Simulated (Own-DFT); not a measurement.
# Strain and stress in wurtzite AlN, 128 atoms (Al64N64)

Calculated results; nothing here was measured. The program, named Own-DFT, is a retired in-house plane-wave density functional code that no person has reviewed. Each row is one single-point run on a periodic cell that was not relaxed, without spin or spin-orbit coupling.

Settings of every run: PBE; PseudoDojo norm-conserving scalar-relativistic files; cutoff 42 hartree; 3 x 3 x 3 k mesh centred on Gamma; Gaussian smearing of 0.01 eV.

Known limits: k mesh not checked against a denser one; stress not checked against mesh or cutoff.

Unstrained cell vectors in Å: (12.448, 0.000, 0.000); (-6.224, 10.780, 0.000); (0.000, 0.000, 9.964). The unstrained cell has measured lattice constants (interpolated for alloys), not those of this functional. That, the random moves and any unrelaxed bonds set the pressure at no strain. Each run strains this cell uniformly, with the atoms carried along. Every atom was also moved at random, by a Gaussian of width 0.05 Å on each axis. Strain is the symmetric tensor, in per cent. Stress is positive in tension, and the pressure is minus a third of its trace.

```
run,e_xx (%),e_yy (%),e_zz (%),e_yz (%),e_xz (%),e_xy (%),s_xx (GPa),s_yy (GPa),s_zz (GPa),s_yz (GPa),s_xz (GPa),s_xy (GPa),P (GPa),E (meV/atom)
1,-1.68,-1.28,0.06,-1.21,-1.25,-0.71,-16.00,-13.99,-7.08,-3.58,-2.44,-1.48,12.36,29.6
2,0.87,1.76,-0.28,0.86,0.90,1.59,-1.65,3.91,-5.70,2.11,2.80,5.34,1.15,16.4
3,-1.21,0.10,0.60,0.57,-0.59,-1.59,-9.84,-6.13,-4.03,1.86,-1.54,-5.17,6.67,9.1
4,-1.99,-0.69,-1.08,1.73,1.63,-0.77,-18.40,-13.88,-12.29,5.79,4.84,-3.66,14.86,49.6
5,0.28,0.14,-1.58,-0.83,-1.78,-0.06,-5.09,-6.24,-13.11,-1.42,-5.29,-0.28,8.14,21.7
6,-1.78,-0.52,-1.98,0.24,-1.95,0.34,-15.91,-11.33,-20.09,0.92,-4.96,-0.32,15.78,44.2
7,-1.31,1.40,1.51,0.22,-0.28,-1.56,-9.57,0.39,0.22,0.00,0.25,-5.18,2.99,19.6
8,0.08,-0.38,1.99,0.06,-1.98,-0.29,-4.77,-5.66,3.27,0.35,-5.11,-1.98,2.39,6.1
9,0.14,0.28,0.59,0.13,-0.20,1.05,-3.32,-3.13,-3.72,0.52,-0.09,3.56,3.39,0.0
10,-1.96,0.88,-1.61,1.42,1.49,1.28,-16.62,-6.67,-12.49,3.84,4.29,5.84,11.93,45.4
11,-0.91,-1.16,0.35,-1.22,-0.29,-0.54,-9.91,-13.00,-5.83,-2.94,-0.46,-1.95,9.58,25.6
12,-0.21,1.82,0.02,1.21,-0.54,-1.35,-3.94,2.32,-5.59,3.00,-1.27,-4.53,2.41,13.9
13,-1.50,0.66,-1.42,-0.76,-0.03,0.96,-13.91,-5.76,-13.12,-2.35,0.21,2.55,10.93,35.0
14,-1.21,-1.48,-0.80,1.43,-0.12,1.15,-14.85,-14.33,-12.40,4.51,-0.88,4.73,13.86,36.7
15,0.86,0.29,-1.17,0.72,0.15,-0.26,-3.14,-3.66,-10.28,2.39,0.84,-0.74,5.69,14.7
16,-0.08,-1.57,-0.53,0.37,1.93,0.73,?,?,?,?,?,?,?,?
```

E is the free energy for each atom above the lowest run shown.

## Worked fit

Each stress component was fitted by least squares to a constant and the strains of the runs shown, as fractions, with shears doubled. Shear strains stay in the fit of a normal stress only where such slopes are resolved. The slopes, in GPa:

```
stress,at no strain,per e_xx,per e_yy,per e_zz,scatter
s_xx,-5.9,482 ± 32,103 ± 30,99 ± 25,1.10
s_yy,-5.5,163 ± 20,462 ± 18,83 ± 16,0.68
s_zz,-6.2,67 ± 36,72 ± 33,470 ± 28,1.23
```

Each shear stress against twice its own strain: yz 144 ± 6, xz 143 ± 7, xy 173 ± 15 GPa. These are stiffnesses along x, y and z of the frame in which the cell vectors are given, which need not be the crystal's axes. The atoms are held to the strained lattice; where symmetry lets them move under strain, relaxing them would lower some slopes. The table should be nearly symmetric about its diagonal, and what it lacks of that shows the noise. A ninth of its sum, 222 ± 4 GPa, estimates the bulk modulus near the mean pressure of these runs, 8.1 GPa, so it lies above the value at zero pressure.

## Withheld run

Question: what normal stresses and pressure should run 16 give?

The fit gives s_xx = -8.4, s_yy = -13.3, s_zz = -9.9 and P = 10.6 GPa. The calculation gave -9.18, -14.34, -8.45 and P = 10.65 GPa.
